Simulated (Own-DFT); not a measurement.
# Stretching a layer in its plane: wurtzite AlN, 72 atoms (Al36N36)

Calculated, not measured: single-point runs of Own-DFT, a retired in-house plane-wave DFT program that no person has reviewed, on unrelaxed cells, without spin or spin-orbit coupling.

Method: PBE; PseudoDojo norm-conserving scalar-relativistic files; cutoff 42 hartree; 3 x 3 x 2 k mesh centred on Gamma; Fermi-Dirac smearing of 0.1 eV.

Keep in mind: forces on such cells moved up to 12 meV/angstrom on a denser k mesh; stress not checked against mesh or cutoff.

Unstrained cell vectors in Å: (9.336, 0.000, 0.000); (-4.668, 8.085, 0.000); (0.000, 0.000, 9.964). The unstrained cell has measured lattice constants (interpolated for alloys), not those of this functional. That, the random moves and any unrelaxed bonds set the pressure at no strain. Each run strains x and y alike by e, as a substrate would, and holds the height along z. All atoms carry random offsets, Gaussian with a width of 0.05 Å per axis. Stress is positive in tension.

| e (%) | u (Å) | (s_xx + s_yy)/2 (GPa) | s_zz (GPa) |
|---|---|---|---|
| -3.00 | 0.048 | -26.23 | -9.60 |
| -2.50 | 0.050 | -20.54 | -12.14 |
| -1.50 | 0.048 | -14.28 | -8.23 |
| -1.25 | 0.048 | ? | ? |
| -1.00 | 0.050 | -11.94 | -6.55 |
| -0.75 | 0.049 | -10.41 | -5.92 |
| -0.25 | 0.048 | -7.32 | -4.24 |
| 1.25 | 0.048 | 1.04 | -2.64 |
| 2.00 | 0.048 | 4.52 | -1.77 |
| 2.25 | 0.050 | 5.62 | -1.36 |

## Analysis

With e as a fraction, the in-plane stress is -5.6 + 566 e - 2978 e² GPa (errors 13 and 830, scatter 0.67), and s_zz is -5.1 + 188 e GPa (slope ± 22, scatter 1.17). At e = 0 the first slope is C11 + C12 and the second 2 C13, both with the ions held to the strained lattice and at the cell's own pressure. The term in e² is negative: the layer stiffens under compression and softens under tension. A free layer would change its height as e changes, and the in-plane slope would drop by 2 C13²/C33 to the biaxial modulus. At fixed height, a misfit of 1 % moves the in-plane stress by about 5.7 GPa and s_zz by 1.9 GPa.

## Prediction

The question: what are the two stresses at e = -1.25 %?

From the fit: -13.2 and -7.4 GPa. DFT gave -12.75 and -8.53 GPa.
